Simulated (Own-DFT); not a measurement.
# Strain and stress in wurtzite AlN, 128 atoms (Al64N64)

The numbers are computed, not measured, by runs of the plane-wave DFT program Own-DFT (in-house, retired, unreviewed) at fixed positions, with no spin and no spin-orbit coupling.

Common settings: PBE; PseudoDojo norm-conserving scalar-relativistic files; cutoff 42 hartree; 3 x 3 x 3 k mesh centred on Gamma; Gaussian smearing of 0.01 eV.

Keep in mind: k mesh not checked against a denser one; stress not checked against mesh or cutoff.

Unstrained cell vectors in Å: (12.448, 0.000, 0.000); (-6.224, 10.780, 0.000); (0.000, 0.000, 9.964). The unstrained cell has measured lattice constants (interpolated for alloys), not those of this functional. That, the random moves and any unrelaxed bonds set the pressure at no strain. A uniform strain is put on this cell, atoms riding along. Random moves of width 0.05 Å per axis were added to every atom. Stress is counted positive in tension, P = -(s_xx + s_yy + s_zz)/3, and strain components are those of the symmetric tensor.

| run | e_xx (%) | e_yy (%) | e_zz (%) | e_yz (%) | e_xz (%) | e_xy (%) | s_xx (GPa) | s_yy (GPa) | s_zz (GPa) | s_yz (GPa) | s_xz (GPa) | s_xy (GPa) | P (GPa) | E (meV/atom) |
|---|---|---|---|---|---|---|---|---|---|---|---|---|---|---|
| 1 | -1.07 | 1.00 | -0.87 | 0.34 | -0.98 | -0.47 | -8.22 | -4.45 | -9.49 | 1.09 | -2.08 | -1.19 | 7.39 | 8.6 |
| 2 | 0.85 | 0.49 | 1.36 | 1.70 | -0.76 | -1.08 | -0.89 | -2.39 | 1.39 | 3.95 | -2.77 | -3.15 | 0.63 | 13.7 |
| 3 | -0.47 | 0.66 | 1.11 | 1.80 | -0.61 | -1.81 | -5.22 | -2.77 | -1.63 | 4.25 | -1.61 | -6.32 | 3.21 | 14.2 |
| 4 | -0.88 | 0.61 | -1.50 | 1.51 | -1.75 | -0.94 | -12.46 | -5.70 | -11.30 | 4.35 | -4.73 | -4.06 | 9.82 | 36.4 |
| 5 | 1.75 | -0.20 | -1.97 | 1.19 | -1.39 | -0.48 | 1.34 | -7.39 | -14.27 | 2.89 | -3.09 | -1.19 | 6.77 | 25.4 |
| 6 | 0.99 | -1.33 | -1.07 | -1.26 | 0.83 | -1.93 | -3.61 | -11.97 | -11.31 | -3.35 | 2.32 | -6.13 | 8.96 | 27.5 |
| 7 | 0.19 | 0.74 | 1.92 | -0.05 | -0.93 | 0.40 | -4.55 | 0.53 | 3.40 | 0.23 | -1.95 | 1.80 | 0.21 | 0.0 |
| 8 | 0.43 | -1.41 | 0.51 | -1.15 | 0.52 | -0.48 | -2.84 | -14.11 | -4.17 | -4.09 | 1.49 | -1.66 | 7.04 | 17.9 |
| 9 | 0.94 | -0.93 | -1.99 | -1.59 | 1.88 | 1.52 | -5.05 | -11.11 | -15.48 | -4.13 | 4.65 | 5.81 | 10.55 | 44.4 |
| 10 | 0.61 | 0.68 | 0.60 | 0.66 | -0.74 | -1.02 | -1.85 | -2.11 | -2.37 | 1.38 | -2.13 | -2.53 | 2.11 | 13.0 |
| 11 | -1.62 | -1.08 | 1.40 | 0.46 | -0.66 | 0.37 | -14.86 | -10.90 | -1.39 | 0.69 | -1.74 | 0.41 | 9.05 | 21.2 |
| 12 | -1.41 | 0.32 | -1.26 | -1.86 | -0.18 | -0.48 | -13.26 | -6.64 | -13.87 | -4.65 | 0.91 | -1.95 | 11.26 | 32.9 |
| 13 | -1.89 | -1.93 | 0.80 | 1.97 | 1.83 | 1.46 | -17.25 | -18.01 | -4.43 | 4.55 | 5.47 | 5.12 | 13.23 | 47.0 |
| 14 | -1.38 | -0.74 | -1.58 | 1.33 | 0.81 | -1.00 | -14.92 | -11.24 | -15.88 | 3.43 | 2.62 | -3.88 | 14.01 | 29.5 |
| 15 | -1.01 | 1.46 | -1.06 | -0.28 | -0.95 | -0.09 | -9.36 | -1.79 | -8.59 | -0.55 | -1.45 | 0.18 | 6.58 | 6.3 |
| 16 | 0.52 | -1.48 | 1.33 | 0.34 | -0.90 | -1.36 | ? | ? | ? | ? | ? | ? | ? | ? |

E is the free energy for each atom above the lowest run shown.

## Worked fit

Each stress component was fitted by least squares to a constant and the strains of the runs shown, as fractions, with shears doubled. Shear strains stay in the fit of a normal stress only where such slopes are resolved. The slopes, in GPa:

```
stress,at no strain,per e_xx,per e_yy,per e_zz,scatter
s_xx,-5.9,484 ± 33,125 ± 37,68 ± 28,1.43
s_yy,-6.3,97 ± 25,483 ± 28,82 ± 21,1.08
s_zz,-5.9,59 ± 23,94 ± 25,457 ± 19,0.98
```

The slope of each shear stress on twice its own strain, from a fit on all six strains: yz 128 ± 4, xz 128 ± 11, xy 176 ± 6 GPa. These are stiffnesses along x, y and z of the frame in which the cell vectors are given, with the crystal's c axis along z: C11, C12, C13 and C33. Hexagonal symmetry asks that xx and yy behave alike, which is a second check on the noise. No internal relaxation is included, and where it is allowed it would reduce some of the slopes. Slopes across the diagonal should nearly agree, so their difference gauges the noise. A ninth of the table's sum, 217 ± 5 GPa, estimates the bulk modulus near the mean pressure of these runs, 7.4 GPa, so it lies above the value at zero pressure.

## Withheld run

Question: what normal stresses and pressure should run 16 give?

The fitted form gives s_xx = -4.4, s_yy = -11.9, s_zz = -0.9 and P = 5.7 GPa. Computed: -4.32, -10.69, -0.22 and P = 5.08 GPa.
